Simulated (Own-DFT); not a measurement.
# Device materials side by side: how hard are they to compress?

No measurement is shown. These are fixed-geometry runs of a retired plane-wave code named Own-DFT, which no person has reviewed; spin and spin-orbit coupling are neglected.

Keep in mind (not all hold for every row): forces on such cells moved up to 12 meV/angstrom on a denser k mesh; forces not confirmed at this smearing and k mesh; k mesh not checked against a denser one; forces on such cells passed a denser k mesh, each cell not checked; stress not checked against mesh or cutoff.

All runs are PBE with PseudoDojo norm-conserving files; cutoff and k mesh are each material's own. Every cell starts from measured lattice constants and was given uniform random strains and small random moves of its atoms. Each triple is the change of volume in per cent, the rms move u in Å and the pressure in GPa.

- 4H SiC (C36Si36), 10.36 Å³/atom unstrained: (-2.77, 0.051, 12.81); (-2.41, 0.052, 11.54); (-1.57, 0.048, 9.45); (0.29, 0.050, 5.06); (1.55, 0.048, 1.63); (1.62, 0.053, 2.21); (1.95, 0.051, 1.43)
- wurtzite AlN (Al64N64), 10.45 Å³/atom unstrained: (-2.80, 0.051, 12.65); (0.28, 0.045, 5.03); (0.33, 0.052, 5.11); (0.47, 0.051, 4.94); (0.74, 0.049, 3.94); (1.11, 0.050, 3.78); (1.76, 0.050, 2.01)
- wurtzite GaN (Ga36N36), 11.42 Å³/atom unstrained: withheld
- diamond silicon (Si64), 20.02 Å³/atom unstrained: (-3.70, 0.051, 6.58); (-1.96, 0.049, 4.68); (0.34, 0.051, 2.32); (0.74, 0.047, 2.06); (1.20, 0.053, 1.48); (1.79, 0.049, 0.79); (2.26, 0.049, 0.47)
- zincblende InP (In48P48), 25.27 Å³/atom unstrained: (-2.02, 0.050, 5.30); (-1.88, 0.050, 5.04); (-1.01, 0.050, 4.38); (-0.13, 0.050, 3.90); (0.41, 0.048, 3.28); (0.81, 0.050, 3.12); (2.10, 0.053, 2.26)
- grey tin (Sn64), 34.15 Å³/atom unstrained: (-3.21, 0.052, 5.67); (-1.96, 0.051, 4.87); (-1.00, 0.049, 4.20); (-0.24, 0.049, 3.95); (-0.22, 0.054, 3.81); (0.55, 0.053, 3.69); (1.78, 0.048, 2.75)

## Worked fit

Fit a line to each set against the fractional change of volume; B is minus its slope, and u is nearly the same within a set. To take it to zero pressure, assume that B rises by 4 GPa for each GPa: B0 = B - 4 x (mean pressure). The bond length of an ideal tetrahedral crystal with the unstrained volume v is d = (√3/4)(8 v)^(1/3). Cohen's empirical rule reads B0 = (1971 - 220 L) d^(-3.5) GPa, with L = 0 for group IV crystals and SiC and 1 for III-V compounds.

```
material,L,d (Å),B (GPa),mean P (GPa),B0 (GPa),rule (GPa)
4H SiC (C36Si36),0,1.888,241 ± 6,6.3,216 ± 6,213
wurtzite AlN (Al64N64),1,1.893,234 ± 8,5.4,212 ± 8,188
wurtzite GaN (Ga36N36),1,1.950,?,?,?,169
diamond silicon (Si64),0,2.352,103 ± 1,2.6,92 ± 1,99
zincblende InP (In48P48),1,2.541,73 ± 3,3.9,57 ± 3,67
grey tin (Sn64),0,2.810,56 ± 3,4.1,40 ± 3,53
```

A line through ln[B0/(1971 - 220 L)] against ln d has a slope of -4.3 ± 0.2 and a scatter of 6 %. Against the rule, B0 stands at 101 % for 4H SiC, 113 % for wurtzite AlN, 94 % for diamond silicon, 85 % for zincblende InP, 75 % for grey tin. PBE tends to make silicon and heavier crystals too soft, and the rule itself is only a guide.

## Withheld run

Asked: what B0 does the fitted trend give for wurtzite GaN (Ga36N36)?

From the line: 178 GPa. Its own runs give B = 217 ± 5 GPa at a mean pressure of 8.5 GPa, so B0 = 183 GPa.
